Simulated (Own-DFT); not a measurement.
# What a defect does to the pressure of its cell: zincblende GaAs

Source: density functional calculations with Own-DFT, an unreviewed in-house program that is no longer used. Nothing was measured or relaxed, and spin and spin-orbit coupling are left out.

Settings: PBE; PseudoDojo norm-conserving scalar-relativistic files; cutoff 42 hartree; 3 x 3 x 3 k mesh centred on Gamma; Fermi-Dirac smearing of 0.1 eV.

Limits (not all hold for every row): not probed for a lower state with spin; forces on such cells failed a check on a denser k mesh; forces not confirmed at this smearing and k mesh; forces on such cells passed a denser k mesh, each cell not checked; stress not checked against mesh or cutoff.

All runs share one cell, with vectors in Å (11.307, 0.000, 0.000); (0.000, 11.307, 0.000); (0.000, 0.000, 11.307) and a volume of 1445.4 Å³. The atoms are randomly displaced, by u rms on each axis. The defect's site can differ from row to row.

| cell | formula | u (Å) | P (GPa) |
|---|---|---|---|
| no defect | As32Ga32 | 0.0181 | 3.50 |
| no defect | As32Ga32 | 0.0191 | 3.51 |
| no defect | As32Ga32 | 0.0524 | 4.04 |
| one As on a Ga site and one Ga on an As site | As32Ga32 | 0.0294 | 3.95 |
| one As on a Ga site and one Ga on an As site | As32Ga32 | 0.0464 | 4.19 |
| one As on a Ga site and one Ga on an As site | As32Ga32 | 0.0468 | 4.24 |
| two Ga vacancies | As32Ga30 | 0.0274 | ? |
| two Ga vacancies | As32Ga30 | 0.0303 | 3.02 |
| two Ga vacancies | As32Ga30 | 0.0315 | 2.95 |
| two Ga vacancies | As32Ga30 | 0.0319 | 3.00 |
| one In on a Ga site | As32Ga31In | 0.0273 | 4.27 |
| one In on a Ga site | As32Ga31In | 0.0487 | 4.58 |
| one In on a Ga site | As32Ga31In | 0.0514 | 4.64 |
| two As vacancies | As30Ga32 | 0.0284 | 3.09 |
| two As vacancies | As30Ga32 | 0.0487 | 3.62 |
| two As vacancies | As30Ga32 | 0.0536 | 3.61 |

## Working it out

P = P0 + c u² + a shift for each defect gives P0 = 3.42 GPa, c = 227 ± 17 GPa/Å² and a scatter of 0.05 GPa. The shifts, and each times the cell's volume:

- one In on a Ga site: 0.64 ± 0.05 GPa, 5.8 eV
- one As on a Ga site and one Ga on an As site: 0.31 ± 0.04 GPa, 2.8 eV
- two As vacancies: -0.44 ± 0.05 GPa, -4.0 eV (-2.0 eV for each of its 2 sites)
- two Ga vacancies: -0.65 ± 0.04 GPa, -5.9 eV (-3.0 eV for each of its 2 sites)

Positive is outwards. The product with the volume (160.2 GPa Å³ to the eV) is nearly free of the cell's size; divided by the bulk modulus at the cell's pressure it gives the volume that the defect adds. The atoms around the defects weren't relaxed, which would change these numbers.

## Withheld run

Q: what pressure belongs in the blank (two Ga vacancies, u = 0.0274 Å)?

The fit gives 2.94 ± 0.06 GPa. The calculation gave 2.87 GPa.
